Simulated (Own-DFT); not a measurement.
Simulation results for Hf36O71 (tetragonal hafnia with one neutral oxygen vacancy, atoms displaced)

All values are calculated (Own-DFT development build). A calculation, not a measurement: plane-wave PBE and HSE06 DFT by an unreviewed code, no spin, of a simulated cell at Gamma alone, so results move with cell size and shape, stress positive in tension, energies less offsets, not probed for a lower state with spin; hafnium file: forces about 75 meV/angstrom off all-electron values; oxygen file: force components 24 meV/angstrom off all-electron in a glass; k mesh not checked against a denser one; forces and stress are PBE's, HSE06 gives the energy alone, and its difference from PBE has offsets of its own; offsets are fitted by least squares, one for each functional and potential file, so energies compare only between cells with the same atoms and settings and are not formation energies; the far tail of each file's local potential was reset to the Coulomb form; each entry is a single point on an unrelaxed cell, so the pressure reflects the starting lattice, taken from the Materials Project, from which strain is counted, and rises with the displacements; printed positions are rounded, which can move forces by about a meV/angstrom; the program is a retired in-house code; no spin-orbit coupling.

Settings shared by all entries: first functional PBE; second functional HSE06; exact exchange share 0.25; screening 0.11 1/bohr; exchange divergence Gygi-Baldereschi; potential files PseudoDojo norm-conserving, scalar-relativistic, made for PBE, standard set; wave cutoff 48 hartree; occupations fixed; k mesh 1 x 1 x 1 centred on Gamma.

```yaml
- entry: 1
  formula: Hf36O71
  kind: "tetragonal hafnia with one neutral oxygen vacancy, atoms displaced"
  structure:
    cell_angstrom: [[10.78, 0.0, 0.0], [0.0, 10.78, 0.0], [0.0, 0.0, 10.4493]]
    atoms_fractional:
      - [Hf, 0.99618, 0.00186, 0.99911]
      - [Hf, 0.16639, 0.17196, 0.25135]
      - [O, 0.00346, 0.16562, 0.14869]
      - [O, 0.16824, 0.00512, 0.34915]
      - [O, 0.99894, 0.16474, 0.40084]
      - [O, 0.1684, 0.00029, 0.09926]
      - [Hf, 0.00103, 0.9975, 0.5058]
      - [Hf, 0.15894, 0.16772, 0.75047]
      - [O, 0.99975, 0.16373, 0.65568]
      - [O, 0.16792, 0.00165, 0.84418]
      - [O, 0.00211, 0.16408, 0.90131]
      - [O, 0.16327, 0.99983, 0.59721]
      - [Hf, 0.00228, 0.32801, 0.00493]
      - [Hf, 0.16901, 0.49689, 0.25276]
      - [O, 0.99647, 0.49673, 0.15358]
      - [O, 0.16758, 0.33504, 0.34639]
      - [O, 0.00173, 0.5035, 0.40546]
      - [O, 0.16307, 0.33647, 0.09785]
      - [Hf, 0.99747, 0.33559, 0.49765]
      - [Hf, 0.1676, 0.50309, 0.74852]
      - [O, 0.99874, 0.49716, 0.65458]
      - [O, 0.1632, 0.33161, 0.85093]
      - [O, 0.99545, 0.50314, 0.90649]
      - [O, 0.16774, 0.33123, 0.60167]
      - [Hf, 0.99853, 0.66385, 0.00382]
      - [Hf, 0.16532, 0.83573, 0.24987]
      - [O, 0.16472, 0.65961, 0.34777]
      - [O, 0.99657, 0.83055, 0.40252]
      - [O, 0.16497, 0.66279, 0.09766]
      - [Hf, 0.00042, 0.66616, 0.497]
      - [Hf, 0.1686, 0.83507, 0.75056]
      - [O, 0.99844, 0.83718, 0.64882]
      - [O, 0.16229, 0.66651, 0.84994]
      - [O, 0.00251, 0.83097, 0.90014]
      - [O, 0.16592, 0.66429, 0.59392]
      - [Hf, 0.33688, 0.0004, 0.00167]
      - [Hf, 0.50073, 0.16865, 0.24477]
      - [O, 0.33558, 0.16669, 0.15233]
      - [O, 0.49842, 0.99799, 0.34755]
      - [O, 0.33012, 0.16631, 0.4035]
      - [O, 0.50397, 0.99874, 0.0964]
      - [Hf, 0.33443, 0.99727, 0.50351]
      - [Hf, 0.49827, 0.1661, 0.74676]
      - [O, 0.33383, 0.16954, 0.65225]
      - [O, 0.49839, 0.99985, 0.85201]
      - [O, 0.33612, 0.16809, 0.90547]
      - [O, 0.49939, 0.00091, 0.60123]
      - [Hf, 0.33451, 0.33111, 0.99824]
      - [Hf, 0.49582, 0.49986, 0.25228]
      - [O, 0.33595, 0.49935, 0.1556]
      - [O, 0.50125, 0.33657, 0.34468]
      - [O, 0.33446, 0.50413, 0.39948]
      - [O, 0.49824, 0.33292, 0.09859]
      - [Hf, 0.32903, 0.33047, 0.49924]
      - [Hf, 0.49532, 0.50274, 0.7474]
      - [O, 0.3384, 0.50433, 0.65007]
      - [O, 0.4934, 0.33493, 0.84307]
      - [O, 0.32922, 0.50039, 0.89964]
      - [O, 0.50026, 0.33534, 0.59463]
      - [Hf, 0.33154, 0.66657, 0.00255]
      - [Hf, 0.49474, 0.83065, 0.2477]
      - [O, 0.33512, 0.83123, 0.15591]
      - [O, 0.49947, 0.66426, 0.34871]
      - [O, 0.33232, 0.83925, 0.40106]
      - [O, 0.50145, 0.66504, 0.09204]
      - [Hf, 0.33526, 0.66852, 0.5008]
      - [Hf, 0.49768, 0.83513, 0.75409]
      - [O, 0.33012, 0.82942, 0.65309]
      - [O, 0.49925, 0.66848, 0.84892]
      - [O, 0.33641, 0.82974, 0.90413]
      - [O, 0.49958, 0.67097, 0.60088]
      - [Hf, 0.66772, 0.00026, 0.99571]
      - [Hf, 0.83812, 0.16878, 0.25121]
      - [O, 0.66683, 0.16198, 0.14945]
      - [O, 0.83392, 0.99397, 0.35017]
      - [O, 0.66267, 0.16919, 0.40217]
      - [O, 0.83129, 0.00097, 0.09666]
      - [Hf, 0.67091, 0.00015, 0.50405]
      - [Hf, 0.83371, 0.1686, 0.75307]
      - [O, 0.66743, 0.1645, 0.64913]
      - [O, 0.83487, 0.99764, 0.84541]
      - [O, 0.66582, 0.16919, 0.90577]
      - [O, 0.83494, 0.9997, 0.59369]
      - [Hf, 0.66555, 0.33094, 0.99754]
      - [Hf, 0.83313, 0.50342, 0.25135]
      - [O, 0.66549, 0.49566, 0.14937]
      - [O, 0.83435, 0.3342, 0.34483]
      - [O, 0.66799, 0.49598, 0.40371]
      - [O, 0.83078, 0.33081, 0.09222]
      - [Hf, 0.66655, 0.33493, 0.49665]
      - [Hf, 0.83069, 0.50087, 0.74479]
      - [O, 0.66582, 0.50396, 0.65423]
      - [O, 0.83239, 0.33209, 0.84648]
      - [O, 0.66891, 0.50151, 0.90118]
      - [O, 0.83584, 0.33105, 0.59558]
      - [Hf, 0.66294, 0.66869, 5.0e-05]
      - [Hf, 0.8341, 0.83762, 0.24838]
      - [O, 0.6694, 0.83608, 0.15407]
      - [O, 0.83655, 0.66606, 0.35225]
      - [O, 0.66284, 0.83689, 0.40014]
      - [O, 0.83544, 0.66554, 0.09432]
      - [Hf, 0.66409, 0.67002, 0.49486]
      - [Hf, 0.83736, 0.83604, 0.74628]
      - [O, 0.66772, 0.83157, 0.64956]
      - [O, 0.83317, 0.6655, 0.84718]
      - [O, 0.66918, 0.83095, 0.90844]
      - [O, 0.8411, 0.66523, 0.60046]
  results: {}
- entry: 2
  formula: Hf36O71
  kind: "tetragonal hafnia with one neutral oxygen vacancy, atoms displaced"
  structure:
    cell_angstrom: [[10.78, 0.0, 0.0], [0.0, 10.78, 0.0], [0.0, 0.0, 10.4493]]
    atoms_fractional:
      - [Hf, 0.00159, 0.00482, 0.99821]
      - [Hf, 0.16501, 0.16923, 0.24894]
      - [O, 0.00189, 0.16656, 0.14912]
      - [O, 0.16753, 0.99322, 0.35275]
      - [O, 0.99703, 0.16571, 0.40244]
      - [O, 0.16465, 0.99981, 0.09577]
      - [Hf, 0.00508, 0.00212, 0.5004]
      - [Hf, 0.16722, 0.16583, 0.75321]
      - [O, 0.00135, 0.16751, 0.65427]
      - [O, 0.16943, 0.99699, 0.84147]
      - [O, 0.99776, 0.16601, 0.90243]
      - [O, 0.16867, 0.99763, 0.59346]
      - [Hf, 0.00261, 0.33088, 0.00284]
      - [Hf, 0.16546, 0.49821, 0.24571]
      - [O, 0.00597, 0.50045, 0.15283]
      - [O, 0.16747, 0.33024, 0.3474]
      - [O, 0.0034, 0.50193, 0.40296]
      - [O, 0.16688, 0.33392, 0.0943]
      - [Hf, 0.99806, 0.33043, 0.50157]
      - [Hf, 0.17091, 0.49802, 0.74765]
      - [O, 0.00536, 0.50076, 0.64964]
      - [O, 0.16672, 0.33327, 0.84417]
      - [O, 0.99917, 0.50152, 0.8944]
      - [O, 0.16603, 0.33249, 0.59412]
      - [Hf, 0.99768, 0.66774, 0.99898]
      - [Hf, 0.16513, 0.83817, 0.25394]
      - [O, 0.99494, 0.83, 0.15611]
      - [O, 0.1658, 0.66565, 0.34999]
      - [O, 0.00182, 0.83263, 0.39873]
      - [O, 0.16598, 0.66686, 0.0948]
      - [Hf, 0.99711, 0.66894, 0.50146]
      - [Hf, 0.167, 0.83413, 0.7495]
      - [O, 0.0019, 0.82615, 0.65393]
      - [O, 0.1644, 0.66932, 0.84998]
      - [O, 0.00472, 0.82892, 0.9052]
      - [O, 0.16066, 0.66391, 0.59832]
      - [Hf, 0.33125, 0.9994, 6.0e-05]
      - [Hf, 0.50275, 0.16392, 0.25326]
      - [O, 0.33544, 0.16455, 0.15254]
      - [O, 0.49791, 0.00192, 0.3477]
      - [O, 0.33301, 0.16676, 0.40261]
      - [O, 0.50134, 0.99462, 0.09376]
      - [Hf, 0.32965, 0.99567, 0.49779]
      - [Hf, 0.50183, 0.17069, 0.75403]
      - [O, 0.33476, 0.16488, 0.65268]
      - [O, 0.50551, 0.00543, 0.85183]
      - [O, 0.3291, 0.17045, 0.90213]
      - [O, 0.49907, 0.00502, 0.59491]
      - [Hf, 0.33635, 0.33485, 0.99617]
      - [Hf, 0.49158, 0.50081, 0.25153]
      - [O, 0.33724, 0.50174, 0.15542]
      - [O, 0.50248, 0.33416, 0.34472]
      - [O, 0.33321, 0.50207, 0.40331]
      - [O, 0.50269, 0.32969, 0.09728]
      - [Hf, 0.32942, 0.33407, 0.49938]
      - [Hf, 0.49839, 0.50483, 0.75389]
      - [O, 0.3272, 0.50406, 0.65151]
      - [O, 0.50501, 0.33039, 0.8446]
      - [O, 0.33486, 0.50244, 0.90636]
      - [O, 0.49875, 0.33585, 0.60249]
      - [Hf, 0.33328, 0.66452, 0.99624]
      - [Hf, 0.50094, 0.8313, 0.25339]
      - [O, 0.33613, 0.83282, 0.15093]
      - [O, 0.50029, 0.66626, 0.34687]
      - [O, 0.33294, 0.83166, 0.40169]
      - [O, 0.49695, 0.66515, 0.09491]
      - [Hf, 0.33471, 0.6699, 0.49779]
      - [Hf, 0.50444, 0.83759, 0.75702]
      - [O, 0.32952, 0.83181, 0.65053]
      - [O, 0.49982, 0.66374, 0.84262]
      - [O, 0.3341, 0.832, 0.8984]
      - [O, 0.50051, 0.6695, 0.59496]
      - [Hf, 0.66854, 0.00516, 0.99559]
      - [Hf, 0.8382, 0.16669, 0.25324]
      - [O, 0.66764, 0.16629, 0.15279]
      - [O, 0.83428, 0.0012, 0.35351]
      - [O, 0.6645, 0.16734, 0.40372]
      - [O, 0.83668, 0.00216, 0.09503]
      - [Hf, 0.66801, 0.99826, 0.50279]
      - [Hf, 0.83444, 0.16691, 0.74918]
      - [O, 0.66628, 0.16574, 0.6524]
      - [O, 0.83498, 0.99914, 0.85]
      - [O, 0.83655, 0.99778, 0.60142]
      - [Hf, 0.66676, 0.33633, 0.99985]
      - [Hf, 0.83742, 0.50157, 0.25168]
      - [O, 0.67003, 0.50552, 0.15439]
      - [O, 0.83725, 0.33053, 0.34608]
      - [O, 0.66713, 0.50621, 0.4072]
      - [O, 0.83505, 0.32937, 0.09016]
      - [Hf, 0.66749, 0.33449, 0.50518]
      - [Hf, 0.8301, 0.49935, 0.74692]
      - [O, 0.66585, 0.5049, 0.64868]
      - [O, 0.83348, 0.33537, 0.84932]
      - [O, 0.66635, 0.49552, 0.90021]
      - [O, 0.83272, 0.33776, 0.60219]
      - [Hf, 0.66659, 0.66435, 0.00193]
      - [Hf, 0.83546, 0.83388, 0.24928]
      - [O, 0.66404, 0.83164, 0.15234]
      - [O, 0.82928, 0.66442, 0.34432]
      - [O, 0.66771, 0.82996, 0.40352]
      - [O, 0.83109, 0.66596, 0.09734]
      - [Hf, 0.66716, 0.67048, 0.49716]
      - [Hf, 0.83436, 0.8285, 0.75094]
      - [O, 0.6634, 0.83541, 0.64787]
      - [O, 0.82904, 0.66476, 0.84777]
      - [O, 0.66691, 0.8337, 0.90194]
      - [O, 0.83083, 0.67058, 0.59546]
  results: {}
```

To be estimated
1. What PBE stress yy does the calculation give for Hf36O71 (tetragonal hafnia with one neutral oxygen vacancy, atoms displaced) (entry 1)?
2. Estimate the PBE pressure of Hf36O71 (tetragonal hafnia with one neutral oxygen vacancy, atoms displaced) (entry 1).
3. Give the missing PBE stress zz for Hf36O71 (tetragonal hafnia with one neutral oxygen vacancy, atoms displaced) (entry 2).
4. Give the table of force values for Hf36O71 (tetragonal hafnia with one neutral oxygen vacancy, atoms displaced) (entry 2).

## Answers
1. -0.26 GPa
2. 1.04 GPa
3. -1.82 GPa
4. 
Force:
| element | x (eV/Å) | y (eV/Å) | z (eV/Å) |
| --- | --- | --- | --- |
| Hf | -0.946 | -1.277 | -0.034 |
| Hf | 1.451 | -0.554 | 0.104 |
| O | 0.152 | 0.132 | 0.356 |
| O | -0.168 | 2.091 | -0.403 |
| O | 0.517 | -0.107 | -0.252 |
| O | 0.228 | -0.091 | 0.35 |
| Hf | -1.153 | -0.975 | 0.067 |
| Hf | 0.912 | 0.327 | -0.794 |
| O | 0.141 | -0.021 | -0.459 |
| O | -0.202 | 0.954 | 0.91 |
| O | 0.528 | 0.296 | -0.297 |
| O | -0.781 | 0.229 | 0.682 |
| Hf | -0.931 | 1.221 | -1.483 |
| Hf | 0.549 | 1.206 | 1.28 |
| O | -1.367 | -0.317 | -0.459 |
| O | -0.175 | 0.343 | -0.357 |
| O | -0.442 | -0.843 | -0.164 |
| O | 0.871 | -0.131 | 0.515 |
| Hf | 0.244 | 1.503 | 0.069 |
| Hf | -2.144 | 1.424 | 0.241 |
| O | -1.288 | -0.364 | 0.128 |
| O | 0.148 | -0.15 | 0.409 |
| O | -0.045 | -0.425 | 1.32 |
| O | -0.079 | -0.176 | 0.204 |
| Hf | 0.768 | -0.834 | -0.196 |
| Hf | 0.178 | -2.333 | -1.005 |
| O | 1.172 | 0.184 | -0.405 |
| O | 0.214 | 0.284 | -0.857 |
| O | -0.315 | 0.507 | 0.583 |
| O | 0.25 | -0.238 | 0.2 |
| Hf | 1.074 | -0.532 | -0.024 |
| Hf | 0.153 | -1.695 | -0.217 |
| O | -0.595 | 0.597 | -0.041 |
| O | 0.642 | -0.732 | -0.496 |
| O | -0.602 | 1.409 | -0.2 |
| O | 1.143 | 0.374 | -0.369 |
| Hf | 1.008 | -0.27 | 0.469 |
| Hf | 0.025 | 0.612 | -0.437 |
| O | -0.727 | -0.022 | 0.096 |
| O | 0.179 | -1.018 | 0.029 |
| O | -0.31 | -0.057 | 0.043 |
| O | -0.158 | 0.47 | -0.045 |
| Hf | 1.504 | 0.872 | 0.473 |
| Hf | -0.356 | -0.841 | -1.524 |
| O | -0.719 | 0.236 | 0.462 |
| O | 0.065 | -0.134 | -0.274 |
| O | 0.045 | -0.61 | 0.086 |
| O | -0.024 | -0.596 | 0.234 |
| Hf | 0.261 | -0.702 | 0.952 |
| Hf | 2.234 | -0.177 | 0.434 |
| O | -1.583 | -0.405 | -0.909 |
| O | -0.187 | -0.012 | 0.386 |
| O | 0.199 | -0.559 | -0.186 |
| O | -0.642 | 0.482 | -0.489 |
| Hf | 1.02 | -0.379 | 0.087 |
| Hf | 0.511 | -1.15 | -1.991 |
| O | 1.749 | -0.24 | 0.13 |
| O | -0.217 | 1.146 | 1.116 |
| O | 0.2 | -1.155 | -0.923 |
| O | -0.008 | 0.016 | -0.709 |
| Hf | -0.866 | 1.659 | 0.986 |
| Hf | -0.032 | 0.603 | -1.05 |
| O | -0.752 | 0.321 | 0.378 |
| O | -0.328 | 0.09 | 0.104 |
| O | 0.118 | 0.27 | -0.445 |
| O | 0.471 | -0.101 | -0.167 |
| Hf | -0.883 | -0.528 | 0.966 |
| Hf | -0.65 | -0.127 | -1.219 |
| O | 1.01 | 0.169 | 0.117 |
| O | 0.106 | 1.254 | 0.843 |
| O | 0.448 | 0.504 | 0.308 |
| O | -0.34 | -0.188 | 0.211 |
| Hf | -0.187 | 0.239 | 0.644 |
| Hf | -1.289 | -0.572 | -0.66 |
| O | 0.408 | -0.294 | -0.113 |
| O | -0.075 | -0.2 | -0.648 |
| O | 0.269 | 0.049 | 0.261 |
| O | -0.194 | -0.087 | 0.368 |
| Hf | -0.164 | 0.122 | -0.014 |
| Hf | -0.485 | -0.072 | 0.621 |
| O | 0.544 | 0.211 | 0.649 |
| O | -0.312 | 0.108 | -0.396 |
| O | 0.084 | 0.158 | -0.238 |
| Hf | 0.375 | -1.184 | 0.157 |
| Hf | -0.691 | 0.004 | -0.165 |
| O | -0.507 | -0.43 | -0.01 |
| O | -0.028 | 0.67 | 0.319 |
| O | 0.305 | -1.716 | -0.35 |
| O | 0.125 | 0.252 | 0.953 |
| Hf | -1.211 | 0.577 | -0.698 |
| Hf | 1.125 | -0.179 | 0.239 |
| O | -0.316 | -0.333 | 0.894 |
| O | -0.365 | -0.713 | -0.633 |
| O | -0.336 | 1.043 | -0.054 |
| O | 0.202 | -0.35 | -0.398 |
| Hf | -0.037 | 0.106 | 0.381 |
| Hf | -1.077 | -0.013 | 0.218 |
| O | 0.695 | -0.139 | 0.27 |
| O | 0.55 | 0.645 | 0.199 |
| O | -0.147 | 1.512 | -0.615 |
| O | 0.526 | -0.051 | -0.092 |
| Hf | -0.522 | -0.916 | 0.669 |
| Hf | -0.274 | 0.561 | -0.393 |
| O | 0.577 | 0.23 | 0.923 |
| O | -0.038 | 0.171 | -0.04 |
| O | -0.302 | -0.153 | -0.193 |
| O | 0.288 | 0.018 | 0.489 |

Further results for Hf36O71 (tetragonal hafnia with one neutral oxygen vacancy, atoms displaced) (entry 1):

```
PBE energy of cell above offsets : -100.763 eV
HSE06 less PBE above offsets     : -0.139 eV
PBE stress xx                    : -1.17 GPa
PBE stress zz                    : -1.7 GPa
PBE stress yz                    : -0.74 GPa
PBE stress xz                    : -0.33 GPa
PBE stress xy                    : -0.01 GPa
```

Force:
| element | x (eV/Å) | y (eV/Å) | z (eV/Å) |
| --- | --- | --- | --- |
| Hf | 0.79 | -1.327 | 0.214 |
| Hf | 0.577 | -1.478 | -0.078 |
| O | -0.553 | 0.221 | 0.236 |
| O | -0.328 | -0.809 | -0.418 |
| O | -0.126 | 0.616 | 0.121 |
| O | -0.293 | -0.649 | -0.364 |
| Hf | -0.023 | -0.206 | -1.434 |
| Hf | 1.318 | 0.385 | 0.168 |
| O | -0.635 | 0.049 | -0.579 |
| O | 0.289 | -0.35 | 0.319 |
| O | -0.267 | 0.291 | -0.102 |
| O | 1.114 | -0.078 | 0.358 |
| Hf | -0.88 | 1.643 | -1.157 |
| Hf | -0.486 | 1.148 | -0.923 |
| O | 0.511 | -0.096 | 0.561 |
| O | -0.053 | -0.291 | 0.836 |
| O | -0.173 | -1.504 | -0.423 |
| O | 1.322 | -0.274 | 0.527 |
| Hf | 0.246 | 0.077 | 0.517 |
| Hf | -0.462 | -0.251 | 0.6 |
| O | 0.758 | -0.311 | -0.231 |
| O | 0.052 | 0.331 | -0.333 |
| O | 0.421 | -1.307 | -0.047 |
| O | -0.48 | 0.196 | -0.636 |
| Hf | -0.106 | -0.068 | -1.17 |
| Hf | -0.679 | 0.136 | 0.357 |
| O | 0.287 | 1.699 | -0.388 |
| O | 0.769 | 0.732 | -0.577 |
| O | 0.296 | 0.599 | 0.496 |
| Hf | -0.162 | 0.274 | 0.479 |
| Hf | -1.192 | -0.448 | 0.49 |
| O | 0.969 | 0.114 | 0.255 |
| O | 0.607 | 0.246 | -0.714 |
| O | -0.161 | 0.846 | 0.877 |
| O | 0.326 | 0.033 | 0.563 |
| Hf | -0.231 | 0.216 | -0.079 |
| Hf | 0.743 | -0.53 | 0.974 |
| O | -0.807 | 0.036 | -0.076 |
| O | -0.253 | 0.504 | -0.374 |
| O | 0.125 | 0.227 | 0.07 |
| O | -0.773 | -0.083 | 0.048 |
| Hf | -0.006 | 1.016 | -0.706 |
| Hf | 0.042 | 0.4 | 0.044 |
| O | -0.431 | -0.201 | 0.209 |
| O | 0.142 | 0.164 | -0.435 |
| O | -0.028 | -0.699 | -0.14 |
| O | 0.059 | -0.209 | 0.138 |
| Hf | -0.111 | 0.581 | -0.089 |
| Hf | 1.149 | -0.427 | -0.583 |
| O | -0.752 | 0.085 | -0.647 |
| O | -0.288 | -0.735 | 0.184 |
| O | -0.153 | -0.846 | 0.543 |
| O | 0.101 | -0.295 | -0.453 |
| Hf | 0.972 | 0.19 | 0.218 |
| Hf | 1.43 | -0.071 | 0.68 |
| O | -1.539 | -0.028 | -0.353 |
| O | 0.211 | -0.214 | 0.215 |
| O | 0.082 | 0.083 | 0.38 |
| O | -0.151 | -0.177 | -0.16 |
| Hf | -0.085 | -0.625 | -0.514 |
| Hf | 1.928 | 1.095 | 0.83 |
| O | -1.062 | -0.131 | -0.747 |
| O | 0.183 | 0.63 | 0.163 |
| O | -0.082 | -1.434 | 0.256 |
| O | -0.928 | 0.273 | 1.099 |
| Hf | -0.328 | -0.15 | -0.165 |
| Hf | 0.569 | -0.64 | -0.479 |
| O | 0.598 | 0.442 | -0.096 |
| O | -0.012 | -0.097 | -0.25 |
| O | -0.314 | 0.799 | -0.067 |
| O | 0.137 | 0.022 | -0.585 |
| Hf | -0.274 | -0.177 | 0.921 |
| Hf | -0.898 | -0.673 | -0.254 |
| O | 0.33 | 0.32 | 0.556 |
| O | -0.135 | 1.534 | -0.351 |
| O | 0.468 | -0.483 | -0.134 |
| O | 0.843 | -0.264 | 0.072 |
| Hf | -1.072 | 0.183 | -1.007 |
| Hf | -0.46 | 0.345 | -0.432 |
| O | 0.1 | -0.044 | 0.768 |
| O | -0.189 | 0.795 | 0.309 |
| O | 0.003 | -0.913 | -1.171 |
| O | -0.129 | 0.04 | 0.853 |
| Hf | 0.185 | 1.766 | 0.466 |
| Hf | -0.597 | 0.124 | -0.849 |
| O | 0.15 | 0.39 | 0.885 |
| O | 0.384 | -0.048 | 0.156 |
| O | 0.098 | 1.327 | -0.247 |
| O | 0.438 | -0.559 | 0.605 |
| Hf | -0.405 | -0.582 | 0.611 |
| Hf | 0.206 | 0.745 | 1.454 |
| O | -0.379 | -0.168 | -0.646 |
| O | 0.003 | -0.187 | -0.324 |
| O | -0.362 | -0.493 | 0.198 |
| O | -0.452 | -0.032 | -0.119 |
| Hf | 1.44 | -1.247 | -0.432 |
| Hf | 0.356 | -0.758 | -0.035 |
| O | -0.666 | -0.423 | 0.033 |
| O | -0.659 | 0.355 | -0.656 |
| O | 0.118 | -0.777 | 0.485 |
| O | -0.652 | 0.427 | 1.031 |
| Hf | 0.77 | -0.018 | 0.922 |
| Hf | -0.452 | -1.972 | 0.55 |
| O | -0.062 | 0.308 | 0.47 |
| O | -0.055 | 0.749 | -0.577 |
| O | -0.372 | 0.953 | -1.035 |
| O | -1.345 | 0.088 | -0.541 |

Further results for Hf36O71 (tetragonal hafnia with one neutral oxygen vacancy, atoms displaced) (entry 2):

```
PBE energy of cell above offsets : -100.548 eV
HSE06 less PBE above offsets     : -0.114 eV
PBE pressure                     : 1.08 GPa
PBE stress xx                    : -0.06 GPa
PBE stress yy                    : -1.36 GPa
PBE stress yz                    : -0.2 GPa
PBE stress xz                    : -0.02 GPa
PBE stress xy                    : -0.03 GPa
```
